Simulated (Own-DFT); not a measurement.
Simulation results for InAs (zincblende, strongly disordered by large displacements), GaP (zincblende, strongly disordered by large displacements)

All values are calculated (Own-DFT development build). A calculation, not a measurement: plane-wave PBE density functional theory by an unreviewed code, no spin, of a simulated periodic cell, stress positive in tension, free energy of the whole cell less one offset for each atom, forces on such cells passed a denser k mesh, this cell's mesh not checked; broken bonds can close the gap or carry spin, so checks made on this kind of crystal may not hold here; offsets are fitted by least squares, one for each functional and potential file, so energies compare only between cells with the same atoms and settings and are not formation energies; the far tail of each file's local potential was reset to the Coulomb form; each entry is a single point on an unrelaxed cell, so the pressure reflects the starting lattice, mostly measured values (interpolated for alloys), from which strain is counted, and rises with the displacements; printed positions are rounded, which can move forces by about a meV/angstrom; the program, named Own-DFT, is a retired in-house code; no spin-orbit coupling.

Settings shared by all entries: functional PBE; potential files PseudoDojo norm-conserving, scalar-relativistic, standard set; wave cutoff 42 hartree; occupations Fermi-Dirac; smearing width 0.1 eV; k mesh 3 x 3 x 3 centred on Gamma.

(1) InAs (zincblende, strongly disordered by large displacements)

```
InAs
1.0
     12.1166     0.0000     0.0000
      0.0000    12.1166     0.0000
      0.0000     0.0000    12.1166
In As In As In As In As In As In As In As In As
4 4 4 4 4 4 4 4 4 4 4 4 4 4 4 4
Direct
  0.00437 0.98103 0.01939
  0.00036 0.25418 0.22887
  0.27397 0.02523 0.23567
  0.23332 0.26263 0.00104
  0.13864 0.10794 0.13354
  0.11428 0.34585 0.41155
  0.39440 0.10448 0.36295
  0.38436 0.34740 0.11503
  0.01345 0.00758 0.48564
  0.98853 0.24976 0.76071
  0.26152 0.97745 0.76164
  0.27173 0.24859 0.48412
  0.11595 0.10140 0.64535
  0.12581 0.38253 0.88440
  0.36801 0.11001 0.85736
  0.39076 0.36161 0.63639
  0.99663 0.51824 0.98930
  0.99655 0.75473 0.25486
  0.25491 0.49877 0.24796
  0.26645 0.77386 0.00212
  0.15806 0.60308 0.13112
  0.11088 0.89330 0.36375
  0.36939 0.61826 0.36012
  0.37695 0.86422 0.13542
  0.00115 0.51091 0.50787
  0.98736 0.77399 0.73815
  0.25049 0.50104 0.72449
  0.23606 0.75180 0.51734
  0.16122 0.62858 0.63899
  0.12380 0.87350 0.88984
  0.36201 0.64559 0.86482
  0.38394 0.86100 0.61758
  0.52443 0.97558 0.00607
  0.51824 0.22713 0.24989
  0.74245 0.99251 0.24751
  0.75442 0.21646 0.01840
  0.61024 0.13526 0.10007
  0.62744 0.37190 0.36673
  0.90175 0.09486 0.38147
  0.84468 0.40173 0.12617
  0.48336 0.02215 0.51594
  0.49840 0.26871 0.74732
  0.74036 0.00039 0.73148
  0.75984 0.21914 0.51605
  0.63743 0.13666 0.64162
  0.62263 0.36500 0.89327
  0.84000 0.13437 0.87213
  0.86467 0.36830 0.61746
  0.49254 0.47387 0.99228
  0.51915 0.73020 0.27098
  0.74825 0.49593 0.24380
  0.78185 0.76537 0.01637
  0.61944 0.62020 0.14654
  0.65678 0.88522 0.40074
  0.90038 0.60900 0.38917
  0.86943 0.88263 0.12149
  0.47881 0.51061 0.48927
  0.48646 0.75809 0.73304
  0.77092 0.51394 0.72629
  0.75558 0.71574 0.50796
  0.60171 0.62690 0.61916
  0.62561 0.91535 0.87581
  0.88534 0.60930 0.87005
  0.86802 0.85904 0.60486
```

Settings of this run: hardware one NVIDIA H200.

It finds free energy of cell above offsets -0.152 eV; pressure 9.18 GPa; stress xx -9.16 GPa; stress yy -8.02 GPa; stress zz -10.36 GPa; stress yz 1.02 GPa; stress xz -1.51 GPa; stress xy 2.4 GPa; wall time 1129 s.

Force:
```tsv
element	x (eV/Å)	y (eV/Å)	z (eV/Å)
In	0.814	2.382	-1.58
In	-0.315	0.196	1.1
In	0.092	-3.662	0.508
In	1.087	-2.367	0.007
As	-3.001	2.651	-2.477
As	-0.988	1.488	-2.058
As	-0.032	2.412	0.927
As	-0.67	0.425	1.893
In	3.188	-2.538	6.559
In	0.522	0.037	0.037
In	-1.408	-0.692	-1.521
In	0.722	-1.202	1.405
As	0.71	0.725	-0.244
As	-1.061	0.748	-2.12
As	1.773	2.296	2.173
As	-3.975	3.469	-4.787
In	2.784	-2.311	3.613
In	0.57	-1.022	-0.443
In	1.469	-5.05	2.213
In	-1.372	-2.094	-0.516
As	-4.14	4.074	-3.687
As	3.389	-1.995	-0.975
As	-0.957	1.92	1.414
As	2.372	1.148	1.656
In	3.401	-2.985	3.476
In	1.693	-1.56	2.065
In	3.515	-5.076	4.562
In	1.04	2.183	-4.344
As	-6.89	2.609	-1.351
As	-0.707	-0.531	-1.224
As	0.866	-1.714	0.269
As	-2.506	3.4	-2.502
In	-6.093	2.107	4.62
In	-0.364	2.114	0.836
In	-0.098	1.444	0.07
In	1.774	4.752	0.386
As	-1.722	-2.85	2.522
As	-0.216	-0.584	1.578
As	-6.339	5.347	-5.348
As	5.128	-4.853	-5.019
In	2.472	-1.541	1.706
In	3.303	-3.707	4.621
In	2.393	-2.087	0.562
In	1.234	1.112	-3.665
As	-4.024	0.499	-0.427
As	2.256	-0.492	-1.747
As	3.418	-2.045	-2.205
As	1.642	0.258	0.011
In	-0.942	2.826	0.427
In	-0.474	3.027	1.437
In	-2.533	2.979	5.292
In	-4.505	-4.887	-4.492
As	1.151	-0.326	-3.628
As	-1.943	-0.985	0.306
As	-3.48	2.56	-4.034
As	2.169	2.027	4.653
In	1.194	-2.075	0.558
In	2.95	-1.582	4.101
In	-2.426	-0.42	0.712
In	-0.413	0.062	-0.972
As	1.241	-0.952	0.453
As	3.883	-5.479	-5.052
As	-2.257	4.072	-2.058
As	-0.366	2.317	-0.254
```

(2) GaP (zincblende, strongly disordered by large displacements)

```
GaP
1.0
     10.9010     0.0000     0.0000
      0.0000    10.9010     0.0000
      0.0000     0.0000    10.9010
Ga P Ga P Ga P Ga P Ga P Ga P Ga P Ga P
4 4 4 4 4 4 4 4 4 4 4 4 4 4 4 4
Direct
  0.00950 0.02281 0.99417
  0.99916 0.25777 0.26326
  0.26044 0.99611 0.24000
  0.25346 0.26661 0.02597
  0.12998 0.11449 0.14183
  0.11039 0.38080 0.38994
  0.37027 0.10394 0.39495
  0.35877 0.35140 0.12399
  0.00986 0.01986 0.50881
  0.98463 0.22615 0.73368
  0.26114 0.00242 0.75352
  0.21851 0.22776 0.49394
  0.15153 0.16181 0.64815
  0.12429 0.36042 0.86010
  0.36093 0.14226 0.89867
  0.37310 0.36536 0.62456
  0.98479 0.51699 0.99484
  0.00616 0.79095 0.27916
  0.22889 0.49288 0.25762
  0.24330 0.73292 0.00734
  0.15877 0.61994 0.14314
  0.11332 0.87270 0.39062
  0.39185 0.59900 0.35324
  0.38898 0.85684 0.13201
  0.99577 0.47590 0.51182
  0.01947 0.78267 0.76848
  0.25398 0.51732 0.74527
  0.23584 0.74835 0.49686
  0.12741 0.62899 0.62893
  0.09668 0.87849 0.88137
  0.36075 0.65477 0.84456
  0.37916 0.90729 0.65137
  0.49466 0.99967 0.03219
  0.48696 0.24152 0.22202
  0.73410 0.98639 0.25302
  0.75561 0.25145 0.98951
  0.67093 0.11548 0.10002
  0.61546 0.38582 0.38249
  0.89639 0.10930 0.38875
  0.92266 0.36798 0.11312
  0.51444 0.01643 0.50419
  0.48304 0.25322 0.73784
  0.74866 0.99971 0.76192
  0.73802 0.26777 0.48702
  0.65464 0.11249 0.63181
  0.60514 0.36473 0.87773
  0.87040 0.15324 0.89009
  0.87859 0.36630 0.63211
  0.49948 0.51797 0.00998
  0.51325 0.74010 0.26503
  0.75490 0.50157 0.24102
  0.77030 0.73454 0.03348
  0.58657 0.66170 0.10371
  0.60475 0.88414 0.37884
  0.88022 0.62768 0.37077
  0.88508 0.87990 0.13459
  0.51674 0.50639 0.50816
  0.50662 0.74245 0.73898
  0.76803 0.51288 0.74989
  0.75260 0.77941 0.52626
  0.58603 0.62483 0.65096
  0.62541 0.87928 0.87075
  0.87275 0.61973 0.88955
  0.87044 0.88547 0.61337
```

It was run with hardware one NVIDIA H100.

The calculation gives: free energy of cell above offsets -0.660 eV; pressure 9.98 GPa; stress xx -8.8 GPa; stress yy -9.67 GPa; stress zz -11.47 GPa; stress yz -2.04 GPa; stress xz -1.79 GPa; stress xy 0.33 GPa; wall time 533 s.

Force:
```tsv
element	x (eV/Å)	y (eV/Å)	z (eV/Å)
Ga	-1.374	0.304	1.158
Ga	0.293	-2.059	0.451
Ga	0.607	-1.544	1.43
Ga	-8.817	-6.221	-7.929
P	-0.57	1.977	-0.701
P	2.357	-1.667	-1.544
P	-0.975	1.981	-2.332
P	6.35	9.351	6.37
Ga	2.497	-1.63	2.846
Ga	0.118	1.125	1.796
Ga	-3.245	2.94	3.985
Ga	3.751	2.93	-4.621
P	-2.196	-4.623	3.641
P	0.013	1.666	1.14
P	1.263	-1.931	-0.942
P	-1.493	2.317	-2.435
Ga	5.314	-2.488	1.635
Ga	-4.77	-5.471	-5.022
Ga	3.071	-3.105	2.104
Ga	1.446	1.82	-1.66
P	-4.986	2.528	-2.114
P	5.656	4.878	3.808
P	-1.25	0.583	2.287
P	-1.76	0.178	0.361
Ga	-0.979	3.966	0.787
Ga	-6.532	-7.945	-9.148
Ga	-0.394	-3.016	0.034
Ga	2.222	-0.31	0.339
P	-1.872	0.1	-0.137
P	7.622	6.227	7.451
P	-0.063	-0.966	3.453
P	3.274	-4.15	-4.511
Ga	0.876	1.046	-2.706
Ga	2.354	-1.861	2.474
Ga	1.906	0.656	0.205
Ga	-2.496	5.853	2.111
P	-3.488	-1.131	2.926
P	0.289	-0.627	-3.222
P	-4.214	3.291	-3.331
P	-3.757	0.004	0.224
Ga	-0.363	-0.245	2.217
Ga	1.837	-2.361	2.02
Ga	1.787	-0.631	1.209
Ga	1.904	-2.245	1.503
P	-2.553	3.403	-1.897
P	1.329	1.61	0.256
P	3.801	-5.332	-4.204
P	-2.224	0.601	-0.42
Ga	-2.062	-3.005	-2.577
Ga	-1.593	0.795	1.362
Ga	0.186	-0.151	-0.015
Ga	-0.811	1.041	-1.314
P	3.752	-0.37	0.146
P	1.669	-1.221	0.669
P	-0.433	0.341	1.001
P	-0.17	0.411	-0.345
Ga	-2.637	-0.797	-0.207
Ga	-4.733	10.41	6.217
Ga	-2.24	-1.355	0.025
Ga	-4.224	-4.745	-4.012
P	9.061	-7.03	-6.014
P	-0.439	-1.141	1.667
P	-1.525	3.851	-2.587
P	4.632	3.192	4.645
```

(3) InAs (zincblende, strongly disordered by large displacements)

```
InAs
1.0
     12.1166     0.0000     0.0000
      0.0000    12.1166     0.0000
      0.0000     0.0000    12.1166
In As In As In As In As In As In As In As In As
4 4 4 4 4 4 4 4 4 4 4 4 4 4 4 4
Direct
  0.96259 0.00913 0.95638
  0.98185 0.22061 0.25132
  0.25302 0.01020 0.28388
  0.25853 0.27254 0.02250
  0.10399 0.10274 0.11457
  0.07152 0.38583 0.35013
  0.38217 0.16531 0.37277
  0.37461 0.39769 0.14091
  0.00400 0.02346 0.54632
  0.99676 0.25335 0.74853
  0.25627 0.00474 0.77005
  0.29024 0.29916 0.49525
  0.14848 0.16241 0.61275
  0.11222 0.37450 0.91030
  0.39605 0.12043 0.88381
  0.35903 0.41252 0.61877
  0.02093 0.48574 0.02340
  0.03220 0.77032 0.25902
  0.26247 0.53645 0.20809
  0.24332 0.71267 0.01506
  0.12853 0.60435 0.10809
  0.07151 0.88584 0.42469
  0.39699 0.63241 0.38250
  0.37862 0.87897 0.13187
  0.98331 0.49529 0.50139
  0.98094 0.70256 0.70286
  0.25416 0.49159 0.75321
  0.25480 0.68652 0.52001
  0.14156 0.63003 0.65282
  0.12715 0.89714 0.89431
  0.37120 0.67134 0.89282
  0.34468 0.89499 0.63798
  0.47465 0.99289 0.98926
  0.52096 0.24311 0.23889
  0.73318 0.00539 0.23630
  0.77640 0.26205 0.02244
  0.61164 0.12163 0.13600
  0.62728 0.37577 0.38292
  0.84454 0.07693 0.36297
  0.95604 0.36024 0.13555
  0.43960 0.00986 0.52242
  0.46347 0.21714 0.74520
  0.76602 0.99592 0.79000
  0.74337 0.20875 0.49503
  0.65936 0.13555 0.64045
  0.61096 0.37816 0.87525
  0.84123 0.14528 0.85996
  0.83505 0.38096 0.60476
  0.49927 0.53397 0.96483
  0.47834 0.71621 0.20865
  0.75340 0.53087 0.25186
  0.73469 0.78113 0.05483
  0.63902 0.62644 0.03278
  0.64279 0.86107 0.38112
  0.87371 0.61663 0.36019
  0.87588 0.87160 0.12865
  0.49408 0.50114 0.48779
  0.47417 0.75312 0.73242
  0.72281 0.50388 0.72074
  0.77721 0.77919 0.47121
  0.57107 0.62110 0.60289
  0.62922 0.87775 0.81978
  0.87377 0.63220 0.86810
  0.82608 0.88503 0.66047
```

It was run with hardware one NVIDIA H200.

Results for InAs (zincblende, strongly disordered by large displacements): free energy of cell above offsets 19.759 eV; pressure 12.17 GPa; stress xx -11.55 GPa; stress yy -12.64 GPa; stress zz -12.31 GPa; stress yz -1.46 GPa; stress xz 0.98 GPa; stress xy -1.03 GPa; wall time 1218 s.

Force:
```tsv
element	x (eV/Å)	y (eV/Å)	z (eV/Å)
In	1.067	-0.723	1.828
In	0.357	-5.178	3.939
In	-1.246	-0.482	-0.669
In	-0.445	-1.919	-0.079
As	1.366	0.16	0.194
As	2.444	0.09	-0.041
As	-0.241	-1.719	0.24
As	3.291	-2.229	-1.264
In	-2.05	0.897	1.228
In	0.024	0.98	-0.556
In	-2.154	2.028	1.265
In	-4.273	-2.784	-3.665
As	0.14	-0.116	1.008
As	3.097	-3.079	-5.712
As	-5.065	1.732	1.879
As	4.13	0.366	2.092
In	-4.93	4.222	-4.241
In	-0.881	-1.003	-0.672
In	2.687	-0.943	6.078
In	-0.813	6.225	0.416
As	-4.419	4.596	2.884
As	2.83	-1.971	-1.29
As	-2.121	1.197	-2.299
As	-1.853	0.097	0.604
In	0.074	0.026	0.749
In	-4.694	3.267	1.848
In	-2.065	0.852	4.749
In	2.005	3.21	-3.322
As	0.13	-2.925	0.957
As	0.033	-1.506	-0.003
As	2.072	-1.595	-4.59
As	-0.925	-4.366	-0.569
In	3.842	-3.451	2.109
In	-1.939	4.602	2.588
In	-1.935	-3.824	-1.841
In	-1.191	1.046	0.666
As	1.405	-1.978	-5.385
As	0.672	-0.361	-0.969
As	4.595	3.088	3.864
As	-5.091	0.132	0.758
In	3.526	2.382	-2.49
In	3.759	3.965	-4.484
In	-1.518	2.378	0.79
In	1.751	2.656	-4.22
As	-4.234	-2.179	3.949
As	0.265	-0.941	-0.577
As	2.384	4.768	1.512
As	1.795	-1.386	0.1
In	-4.104	-4.744	-1.226
In	2.081	0.139	-0.184
In	-3.923	-3.279	-3.601
In	-1.186	1.451	-2.522
As	2.755	-1.016	3.725
As	-5.705	2.712	-3.335
As	4.058	3.631	2.938
As	3.768	3.13	1.143
In	0.031	-4.736	-2.178
In	0.543	0.647	-0.47
In	-0.792	1.057	1.808
In	3.43	-2.563	2.812
As	4.078	3.732	3.339
As	-4.229	-3.224	3.075
As	-0.602	-0.899	0.671
As	4.138	-4.342	-5.351
```
